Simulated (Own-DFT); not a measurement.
# Strain and stress in grey tin, 32 atoms (Sn32)

These are calculations, not measurements. They come from Own-DFT, an in-house plane-wave density functional program, since retired, whose code no person has reviewed. Each row is one single-point run on a periodic cell that was not relaxed, without spin or spin-orbit coupling.

Settings of every run: PBE; PseudoDojo norm-conserving scalar-relativistic files; cutoff 42 hartree; 3 x 3 x 5 k mesh centred on Gamma; cold (Marzari-Vanderbilt) smearing of 0.2 eV.

Known limits: forces on such cells failed a check on a denser k mesh; stress not checked against mesh or cutoff.

Unstrained cell vectors in Å: (12.978, 0.000, 0.000); (0.000, 12.978, 0.000); (0.000, 0.000, 6.489). The unstrained cell has measured lattice constants (interpolated for alloys), not those of this functional. That, the random moves and any unrelaxed bonds set the pressure at no strain. Each run strains this cell uniformly, with the atoms carried along. Every atom was also moved at random, by a Gaussian of width 0.05 Å on each axis. Strain is the symmetric tensor, in per cent. Stress is positive in tension, and the pressure is minus a third of its trace.

| run | e_xx (%) | e_yy (%) | e_zz (%) | s_xx (GPa) | s_yy (GPa) | s_zz (GPa) | P (GPa) | E (meV/atom) |
|---|---|---|---|---|---|---|---|---|
| 1 | -2.50 | -2.50 | 0.00 | -6.89 | -6.79 | -6.05 | 6.58 | 89.0 |
| 2 | 1.75 | 1.75 | 0.00 | -1.81 | -1.73 | -2.30 | 1.95 | 15.5 |
| 3 | -2.00 | -2.00 | 0.00 | -6.06 | -6.12 | -5.50 | 5.89 | 72.3 |
| 4 | -0.50 | -0.50 | 0.00 | -4.25 | -4.31 | -4.09 | 4.21 | 49.1 |
| 5 | 1.25 | 1.25 | 0.00 | -2.30 | -2.17 | -2.61 | 2.36 | 16.8 |
| 6 | 2.50 | 2.50 | 0.00 | -0.97 | -1.00 | -1.59 | 1.19 | 0.0 |
| 7 | -1.00 | -1.00 | 0.00 | -4.92 | -4.83 | -4.57 | 4.77 | 57.8 |
| 8 | 3.00 | 3.00 | 0.00 | -0.65 | -0.66 | -1.39 | 0.90 | 7.5 |
| 9 | 2.25 | 2.25 | 0.00 | ? | ? | ? | ? | ? |

E is the free energy for each atom above the lowest run shown.

## Worked fit

The change of volume is close to e_xx + e_yy + e_zz. A straight line through the runs shown gives P = 3.83 - 52 x (fractional change of volume) GPa, with an error of 1 on the slope and a scatter of 0.16 GPa. The strain isn't the same on all axes, but the crystal is cubic, so the slope still estimates the bulk modulus, averaged over pressures from 0.9 to 6.6 GPa.

## Withheld run

Question: what pressure should run 9 give? Its volume changes by 4.55 %.

The line gives 1.5 GPa. The calculation gave 1.60 GPa.
